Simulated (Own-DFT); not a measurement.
## Calculated data, SiC (4H silicon carbide, atoms displaced)

All values are calculated (Own-DFT development build). A calculation, not a measurement: plane-wave PBE density functional theory by an unreviewed code, no spin, of a simulated periodic cell, stress positive in tension, free energy of the whole cell less one offset for each atom, forces on such cells passed a denser k mesh, this cell's mesh not checked; offsets are fitted by least squares, one for each functional and potential file, so energies compare only between cells with the same atoms and settings and are not formation energies; the far tail of each file's local potential was reset to the Coulomb form; each entry is a single point on an unrelaxed cell, so the pressure reflects the starting lattice, mostly measured values (interpolated for alloys), from which strain is counted, and rises with the displacements; printed positions are rounded, which can move forces by about a meV/angstrom; the program, named Own-DFT, is a retired in-house code; no spin-orbit coupling.

Settings shared by all entries: functional PBE; potential files PseudoDojo norm-conserving, scalar-relativistic, standard set; wave cutoff 42 hartree; occupations Fermi-Dirac; smearing width 0.1 eV; hardware one NVIDIA H100; k mesh 4 x 4 x 3 centred on Gamma.

(1) SiC (4H silicon carbide, atoms displaced)

```
cell vectors (Å)
   9.2481     0.0000     0.0000
  -4.6241     8.0091     0.0000
   0.0000     0.0000    10.0681
atoms (fractions of the cell vectors)
Si  0.99857  0.98759  0.41520
Si  0.11754  0.21538  0.16929
C   0.99673  0.00079  0.08871
C   0.10831  0.21989  0.33140
Si  0.99379  0.34196  0.40846
Si  0.13596  0.55990  0.15738
C   0.99537  0.33226  0.09896
C   0.11621  0.54830  0.32601
Si  0.99467  0.67291  0.42382
Si  0.09523  0.89263  0.14813
C   0.00134  0.67275  0.09392
C   0.11336  0.87770  0.35091
Si  0.33420  0.99824  0.40412
Si  0.43606  0.20831  0.15483
C   0.32827  0.97655  0.09441
C   0.44188  0.23353  0.34355
Si  0.32965  0.31447  0.39727
Si  0.43552  0.54141  0.13844
C   0.31696  0.32699  0.08357
C   0.44181  0.55132  0.34813
Si  0.33097  0.68034  0.41997
Si  0.44227  0.89202  0.14705
C   0.33970  0.66154  0.09061
C   0.43580  0.90302  0.33488
Si  0.65602  0.00639  0.39068
Si  0.77643  0.23132  0.16008
C   0.66409  0.99131  0.10553
C   0.77487  0.22227  0.36170
Si  0.68667  0.33994  0.40800
Si  0.76881  0.53950  0.14250
C   0.66499  0.33122  0.09995
C   0.79007  0.56628  0.35415
Si  0.68859  0.69124  0.41556
Si  0.76823  0.87439  0.15955
C   0.67288  0.67410  0.09822
C   0.78073  0.88052  0.35305
Si  0.98408  0.99031  0.88841
Si  0.90039  0.79237  0.66533
C   0.01455  0.99218  0.59690
C   0.86001  0.75640  0.84417
Si  0.99661  0.66394  0.88682
Si  0.89181  0.42905  0.66320
C   0.00326  0.66820  0.59104
C   0.87943  0.44820  0.83290
Si  0.98054  0.32738  0.90897
Si  0.92094  0.13688  0.63491
C   0.99833  0.32537  0.59173
C   0.88870  0.10346  0.85946
Si  0.66102  0.99206  0.92625
Si  0.54334  0.77386  0.66179
C   0.66294  0.00211  0.60682
C   0.56116  0.77599  0.84218
Si  0.64837  0.65359  0.90981
Si  0.55676  0.43682  0.65294
C   0.66680  0.66778  0.60449
C   0.56524  0.45946  0.84553
Si  0.66322  0.32766  0.90619
Si  0.56684  0.11145  0.67104
C   0.66090  0.33526  0.59985
C   0.57806  0.12576  0.84059
Si  0.33842  0.00950  0.88830
Si  0.22115  0.76935  0.66243
C   0.33030  0.98487  0.58565
C   0.23041  0.77539  0.84514
Si  0.33251  0.64193  0.91578
Si  0.21481  0.45015  0.64562
C   0.33497  0.68601  0.59494
C   0.21576  0.43012  0.85695
Si  0.33851  0.33265  0.90841
Si  0.21517  0.10096  0.64499
C   0.31370  0.31304  0.60198
C   0.20311  0.11730  0.84156
```

| Quantity | Value |
| --- | --- |
| free energy of cell above offsets | 9.901 eV |
| pressure | 10.2 GPa |
| stress xx | -7.9 GPa |
| stress yy | -11.3 GPa |
| stress zz | -11.39 GPa |
| stress yz | -0.51 GPa |
| stress xz | 0.8 GPa |
| stress xy | 2.26 GPa |
| wall time | 352.4 s |

Force:
| element | x (eV/Å) | y (eV/Å) | z (eV/Å) |
| --- | --- | --- | --- |
| Si | 0.834 | 1.25 | -2.738 |
| Si | -3.208 | -0.614 | -7.354 |
| C | -1.418 | 0.111 | 0.06 |
| C | -0.475 | -1.073 | 8.058 |
| Si | 2.994 | -0.126 | -2.721 |
| Si | -4.752 | -1.014 | -2.842 |
| C | 0.345 | 0.304 | -0.185 |
| C | -0.934 | 1.23 | 7.101 |
| Si | 2.158 | -0.969 | -5.636 |
| Si | 3.102 | -2.292 | 1.481 |
| C | 0.511 | -2.089 | -1.782 |
| C | -1.655 | 2.134 | -1.399 |
| Si | -2.26 | 1.935 | 0.482 |
| Si | -0.57 | 0.288 | 0.245 |
| C | -4.34 | 4.449 | -2.799 |
| C | 6.005 | -3.656 | -1.804 |
| Si | -4.948 | 5.146 | 3.071 |
| Si | 1.605 | 1.766 | 4.893 |
| C | 3.108 | -0.94 | 1.878 |
| C | 0.14 | 1.045 | -0.066 |
| Si | 1.551 | -1.801 | -5.321 |
| Si | 2.26 | -3.061 | 2.425 |
| C | 0.314 | 1.664 | 0.581 |
| C | 3.462 | -2.417 | -0.4 |
| Si | 1.455 | -2.836 | 3.632 |
| Si | 2.412 | -1.26 | 0.871 |
| C | -0.637 | 1.674 | 0.368 |
| C | 1.526 | 0.304 | -3.514 |
| Si | -5.61 | 1.869 | 1.64 |
| Si | 1.325 | 5.639 | 3.37 |
| C | -1.351 | -2.675 | -2.247 |
| C | -1.196 | -1.692 | -1.555 |
| Si | -2.114 | -8.687 | 1.481 |
| Si | 1.821 | 3.371 | 1.403 |
| C | -0.837 | -4.881 | -2.12 |
| C | -1.861 | 6.111 | -2.802 |
| Si | 2.365 | -1.203 | 3.894 |
| Si | -1.788 | -4.992 | -0.441 |
| C | -4.954 | 1.136 | -1.811 |
| C | 3.136 | 3.022 | -0.324 |
| Si | 0.153 | 1.711 | 3.824 |
| Si | -3.469 | 2.021 | -3.32 |
| C | 0.551 | -1.307 | 5.255 |
| C | 1.743 | -1.635 | 3.33 |
| Si | 2.638 | -0.093 | 1.063 |
| Si | -1.796 | -11.76 | 5.338 |
| C | -0.725 | 8.138 | -2.473 |
| C | -4.009 | 2.248 | -2.638 |
| Si | 1.296 | 0.31 | -3.606 |
| Si | 3.156 | 1.618 | -0.492 |
| C | 2.813 | -0.27 | -2.927 |
| C | -2.51 | -0.401 | 2.324 |
| Si | 1.079 | 4.035 | 1.072 |
| Si | -3.084 | 2.03 | 0.897 |
| C | -0.193 | 0.576 | -1.303 |
| C | -0.372 | -6.359 | -0.513 |
| Si | -0.589 | 2.972 | 0.486 |
| Si | -2.182 | 0.322 | -5.108 |
| C | 3.673 | -1.958 | -1.151 |
| C | -1.693 | -2.913 | 3.979 |
| Si | -0.959 | -1.308 | 2.044 |
| Si | -2.434 | 2.408 | -0.155 |
| C | 0.017 | 1.91 | 2.793 |
| C | -0.566 | -0.201 | -0.274 |
| Si | -1.496 | 3.035 | -2.82 |
| Si | 3.324 | -0.325 | 2.47 |
| C | 1.581 | -3.941 | 0.465 |
| C | -1.732 | 0.771 | -2.74 |
| Si | -1.194 | -1.013 | -2.381 |
| Si | 4.446 | 1.038 | 3.229 |
| C | 0.884 | 3.771 | -2.48 |
| C | 4.128 | -1.599 | -1.263 |

(2) SiC (4H silicon carbide, atoms displaced)

```
cell vectors (Å)
   9.2481     0.0000     0.0000
  -4.6241     8.0091     0.0000
   0.0000     0.0000    10.0681
atoms (fractions of the cell vectors)
Si  0.98918  0.98729  0.42184
Si  0.10042  0.20665  0.15790
C   0.98335  0.97897  0.09407
C   0.12988  0.22321  0.34781
Si  0.00782  0.34345  0.42535
Si  0.10408  0.54800  0.16569
C   0.97550  0.32060  0.08569
C   0.10049  0.55236  0.33913
Si  0.99203  0.64711  0.40868
Si  0.11458  0.90155  0.16039
C   0.00003  0.65499  0.08503
C   0.10322  0.88443  0.34532
Si  0.33675  0.99110  0.41951
Si  0.44177  0.21077  0.17802
C   0.33931  0.00788  0.08897
C   0.45760  0.25294  0.33727
Si  0.33360  0.34362  0.43143
Si  0.42487  0.55277  0.16479
C   0.31289  0.31559  0.11131
C   0.47805  0.57723  0.31998
Si  0.31521  0.65945  0.40526
Si  0.41918  0.87523  0.15498
C   0.33286  0.66886  0.10251
C   0.44955  0.88688  0.33599
Si  0.67061  0.01431  0.41456
Si  0.75809  0.20637  0.15642
C   0.66525  0.01020  0.09325
C   0.78604  0.23232  0.33562
Si  0.66910  0.31771  0.39935
Si  0.76697  0.56348  0.14975
C   0.67375  0.34393  0.08020
C   0.77592  0.55126  0.33988
Si  0.66690  0.66293  0.40986
Si  0.76975  0.88615  0.16230
C   0.67313  0.66240  0.09805
C   0.78252  0.87935  0.33236
Si  0.99688  0.99549  0.90158
Si  0.90841  0.79230  0.66043
C   0.99270  0.97728  0.58701
C   0.89770  0.77009  0.85256
Si  0.99933  0.68642  0.90970
Si  0.87720  0.42130  0.64873
C   0.98567  0.65990  0.59130
C   0.87868  0.42976  0.84926
Si  0.97800  0.33524  0.91198
Si  0.88292  0.09324  0.63786
C   0.98600  0.33856  0.59225
C   0.88791  0.10921  0.83439
Si  0.66117  0.98934  0.90788
Si  0.55247  0.79367  0.64948
C   0.66918  0.00966  0.61065
C   0.52770  0.77404  0.84371
Si  0.66815  0.68025  0.90035
Si  0.55627  0.45526  0.66730
C   0.67614  0.68200  0.60421
C   0.57391  0.44559  0.83674
Si  0.65771  0.31439  0.90325
Si  0.55647  0.11195  0.65110
C   0.66331  0.32560  0.60391
C   0.56299  0.12137  0.85373
Si  0.34104  0.01934  0.91390
Si  0.20539  0.76714  0.65149
C   0.35841  0.02870  0.58279
C   0.23409  0.78184  0.82730
Si  0.32583  0.65926  0.90937
Si  0.21097  0.42634  0.65154
C   0.33456  0.66708  0.60122
C   0.21669  0.44824  0.85927
Si  0.32996  0.31960  0.89059
Si  0.22082  0.11004  0.64857
C   0.33974  0.33534  0.59648
C   0.20420  0.07665  0.85737
```

| Quantity | Value |
| --- | --- |
| free energy of cell above offsets | 13.988 eV |
| pressure | 11.55 GPa |
| stress xx | -11.05 GPa |
| stress yy | -7.65 GPa |
| stress zz | -15.95 GPa |
| stress yz | -0.93 GPa |
| stress xz | -2.86 GPa |
| stress xy | 1.53 GPa |
| wall time | 379.4 s |

Force:
| element | x (eV/Å) | y (eV/Å) | z (eV/Å) |
| --- | --- | --- | --- |
| Si | 1.289 | 0.974 | -8.286 |
| Si | -1.963 | 0.257 | -0.369 |
| C | -0.153 | 2.446 | -0.588 |
| C | -3.353 | -0.532 | 2.38 |
| Si | 0.646 | -2.001 | -7.289 |
| Si | -1.027 | -0.983 | -4.848 |
| C | 2.408 | 0.151 | 4.259 |
| C | 1.959 | -0.855 | 2.947 |
| Si | -3.14 | 3.161 | -1.325 |
| Si | 0.637 | -2.747 | -0.722 |
| C | -0.829 | 2.278 | 2.784 |
| C | 1.813 | -0.088 | 1.631 |
| Si | -1.541 | 0.556 | -6.85 |
| Si | -0.803 | 2.473 | -7.402 |
| C | -1.161 | -1.404 | 2.953 |
| C | 0.468 | -2.314 | 7.183 |
| Si | 2.102 | 0.186 | -9.228 |
| Si | 2.64 | -2.54 | -6.435 |
| C | 2.285 | 1.804 | -2.797 |
| C | -3.616 | -1.645 | 9.656 |
| Si | 3.458 | 1.645 | -0.094 |
| Si | 2.388 | 3.406 | -0.133 |
| C | -1.752 | -2.063 | -1.919 |
| C | -1.382 | 0.367 | 2.886 |
| Si | 0.872 | -1.992 | -2.505 |
| Si | 0.254 | 5.272 | -1.24 |
| C | 0.066 | -5.769 | -0.483 |
| C | 1.928 | -2.153 | 2.329 |
| Si | -3.261 | 3.541 | 1.472 |
| Si | 6.57 | -3.992 | 1.578 |
| C | -1.461 | -1.95 | 3.651 |
| C | 0.428 | -0.451 | 1.084 |
| Si | 1.748 | 1.068 | -0.199 |
| Si | -0.226 | -0.35 | -3.424 |
| C | -7.36 | 3.441 | -3.61 |
| C | -1.104 | 1.857 | 6.074 |
| Si | -2.697 | -0.557 | 2.429 |
| Si | -1.624 | -6.971 | 2.48 |
| C | 0.054 | 6.207 | 3.003 |
| C | -7.832 | 4.372 | -4.547 |
| Si | 8.448 | -5.872 | 1.061 |
| Si | -4.686 | 4.866 | 5.584 |
| C | 1.743 | -0.79 | 0.21 |
| C | -2.443 | 3.44 | -3.394 |
| Si | 4.794 | -1.807 | -0.968 |
| Si | 0.654 | 2.668 | 4.189 |
| C | 6.503 | -3.871 | 0.864 |
| C | 0.424 | -0.949 | -0.02 |
| Si | -0.655 | 1.82 | -0.113 |
| Si | 1.324 | -3.136 | 2.296 |
| C | -0.43 | -0.953 | -4.129 |
| C | 4.79 | 1.295 | -0.797 |
| Si | 0.334 | -2.248 | 1.591 |
| Si | 2.274 | 0.097 | -2.953 |
| C | -0.964 | -0.562 | -1.019 |
| C | -3.186 | -0.063 | 3.006 |
| Si | 0.751 | 7.067 | 1.69 |
| Si | 0.029 | 1.748 | 4.172 |
| C | -1.287 | 1.34 | -3.198 |
| C | -0.749 | -6.859 | -3.602 |
| Si | 4.015 | -3.793 | -1.578 |
| Si | 1.655 | 0.771 | 0.047 |
| C | -3.127 | -3.3 | 3.984 |
| C | -2.085 | 0.426 | 3.817 |
| Si | -2.253 | 0.926 | 0.613 |
| Si | -0.981 | 3.477 | 3.24 |
| C | -1.629 | -1.479 | -2.953 |
| C | 0.635 | -3.802 | -2.947 |
| Si | -0.909 | 1.371 | 3.749 |
| Si | 1.39 | -1.005 | 1.542 |
| C | -1.246 | -0.439 | 4.475 |
| C | -0.859 | 5.51 | -4.945 |

(3) SiC (4H silicon carbide, atoms displaced)

```
cell vectors (Å)
   9.2481     0.0000     0.0000
  -4.6241     8.0091     0.0000
   0.0000     0.0000    10.0681
atoms (fractions of the cell vectors)
Si  0.99688  0.99275  0.41855
Si  0.09516  0.22753  0.15272
C   0.01478  0.01033  0.08682
C   0.11470  0.22511  0.34350
Si  0.03099  0.35903  0.40047
Si  0.11151  0.57199  0.17118
C   0.00275  0.34287  0.09086
C   0.09053  0.53919  0.33587
Si  0.00128  0.66680  0.39200
Si  0.11042  0.90426  0.14873
C   0.00505  0.65431  0.11743
C   0.09390  0.87202  0.33377
Si  0.35864  0.01963  0.39947
Si  0.45251  0.24206  0.14474
C   0.33315  0.01352  0.09203
C   0.43714  0.20256  0.33048
Si  0.33780  0.35079  0.41633
Si  0.42482  0.53759  0.16217
C   0.32162  0.33202  0.09283
C   0.42081  0.56567  0.34442
Si  0.33478  0.65724  0.41677
Si  0.44520  0.88190  0.16805
C   0.33110  0.67556  0.09559
C   0.44245  0.88354  0.33244
Si  0.67769  0.98672  0.40340
Si  0.74935  0.20971  0.14608
C   0.68056  0.98243  0.08327
C   0.79828  0.25226  0.35389
Si  0.65453  0.33110  0.40226
Si  0.78108  0.56395  0.14140
C   0.66611  0.34381  0.08361
C   0.74820  0.55426  0.33518
Si  0.66914  0.66409  0.40557
Si  0.75066  0.85770  0.15101
C   0.65879  0.66923  0.11066
C   0.75981  0.88218  0.35163
Si  0.02536  0.99560  0.91072
Si  0.88246  0.78908  0.65848
C   0.99969  0.99672  0.58496
C   0.87198  0.77895  0.85046
Si  0.98153  0.67666  0.90887
Si  0.88750  0.45923  0.65601
C   0.00047  0.66809  0.59020
C   0.89003  0.44049  0.83435
Si  0.00975  0.34403  0.90695
Si  0.89618  0.11556  0.64685
C   0.98287  0.32226  0.60004
C   0.88378  0.11599  0.86706
Si  0.66824  0.00020  0.89525
Si  0.55359  0.76929  0.64539
C   0.66233  0.00780  0.57875
C   0.56708  0.79490  0.84752
Si  0.67557  0.67397  0.91762
Si  0.57281  0.45121  0.66609
C   0.65104  0.67055  0.59941
C   0.55705  0.43111  0.85489
Si  0.68486  0.35251  0.90214
Si  0.57420  0.11898  0.65715
C   0.65958  0.31538  0.59170
C   0.56681  0.09734  0.83656
Si  0.33865  0.99883  0.90641
Si  0.22681  0.79119  0.65164
C   0.35208  0.01800  0.58559
C   0.23189  0.79797  0.84427
Si  0.34282  0.66866  0.91676
Si  0.25128  0.45593  0.63739
C   0.34741  0.67245  0.60083
C   0.20636  0.45739  0.82743
Si  0.32572  0.32914  0.90940
Si  0.22139  0.11924  0.65978
C   0.34032  0.34070  0.57900
C   0.23076  0.12169  0.86394
```

| Quantity | Value |
| --- | --- |
| free energy of cell above offsets | 16.413 eV |
| pressure | 12.99 GPa |
| stress xx | -10.72 GPa |
| stress yy | -15.71 GPa |
| stress zz | -12.53 GPa |
| stress yz | 1.28 GPa |
| stress xz | 1.1 GPa |
| stress xy | 5.06 GPa |
| wall time | 339.9 s |

Force:
| element | x (eV/Å) | y (eV/Å) | z (eV/Å) |
| --- | --- | --- | --- |
| Si | 0.199 | 0.413 | -7.174 |
| Si | 1.873 | -1.105 | 0.974 |
| C | -2.938 | -1.375 | 1.45 |
| C | 0.423 | -0.564 | 0.456 |
| Si | -2.834 | -8.918 | 3.924 |
| Si | 6.471 | -4.496 | -3.968 |
| C | -1.868 | 0.794 | 0.31 |
| C | 1.174 | 7.625 | 2.982 |
| Si | -2.115 | -1.607 | 2.008 |
| Si | 2.668 | -1.789 | 2.511 |
| C | -7.835 | 5.628 | -5.853 |
| C | 0.55 | 3.834 | 1.001 |
| Si | -1.259 | -7.264 | 1.731 |
| Si | -0.89 | -2.93 | 1.062 |
| C | 2.059 | -0.815 | -0.09 |
| C | -0.923 | 8.232 | -1.368 |
| Si | 0.41 | -2.69 | -7.553 |
| Si | -1.006 | 2.985 | -0.488 |
| C | 0.197 | 0.37 | 0.15 |
| C | 8.208 | -4.586 | -2.049 |
| Si | -6.675 | 5.76 | 0.557 |
| Si | -0.144 | 2.014 | -6.187 |
| C | 0.541 | -2.14 | 1.069 |
| C | 0.391 | 0.146 | 6.672 |
| Si | -8.319 | 6.611 | 0.929 |
| Si | 4.119 | 0.979 | 2.063 |
| C | -5.518 | 2.661 | 0.774 |
| C | -0.67 | -3.457 | -2.506 |
| Si | 1.62 | -0.017 | -0.203 |
| Si | -0.044 | -1.312 | 3.649 |
| C | 0.416 | -0.194 | 0.053 |
| C | 4.767 | -2.229 | -0.449 |
| Si | -4.247 | 1.701 | 1.509 |
| Si | 2.727 | 10.64 | 4.364 |
| C | 0.744 | -9.2 | -4.85 |
| C | 7.967 | -3.371 | -3.389 |
| Si | -6.537 | 0.972 | 0.204 |
| Si | 0.937 | -2.072 | -0.42 |
| C | 0.203 | 1.21 | 5.596 |
| C | 3.321 | 2.051 | -1.776 |
| Si | 5.459 | -2.138 | 0.087 |
| Si | 1.777 | -3.152 | -1.355 |
| C | -0.904 | 1.708 | -0.598 |
| C | -0.773 | 2.886 | 1.941 |
| Si | -1.756 | -1.677 | -0.022 |
| Si | -2.015 | -1.661 | 2.432 |
| C | 2.453 | 5.068 | -2.811 |
| C | 4.377 | 0.395 | -3.924 |
| Si | 1.996 | 0.329 | 3.272 |
| Si | -2.635 | 6.533 | 4.411 |
| C | 3.031 | -2.481 | 2.064 |
| C | 0.336 | -5.768 | -1.735 |
| Si | -5.109 | -1.679 | -0.014 |
| Si | -1.104 | -1.587 | -1.088 |
| C | 7.188 | -2.989 | -2.194 |
| C | -3.109 | 3.124 | -1.673 |
| Si | 1.095 | -4.426 | 0.168 |
| Si | -1.664 | -3.037 | 0.378 |
| C | -1.041 | 6.483 | -0.437 |
| C | -4.588 | 3.551 | 0.77 |
| Si | 1.493 | 2.757 | 0.948 |
| Si | 0.592 | -0.061 | 0.755 |
| C | -1.478 | -1.05 | 1.247 |
| C | -1.305 | -3.825 | -0.801 |
| Si | -1.606 | 0.952 | -2.791 |
| Si | -5.662 | -1.51 | 4.167 |
| C | -3.898 | -0.117 | -2.398 |
| C | 5.28 | 0.282 | 0.908 |
| Si | -0.652 | 3.882 | -0.116 |
| Si | 1.888 | -0.25 | -0.799 |
| C | 2.271 | -1.273 | 6.706 |
| C | 1.901 | -1.763 | -5.169 |
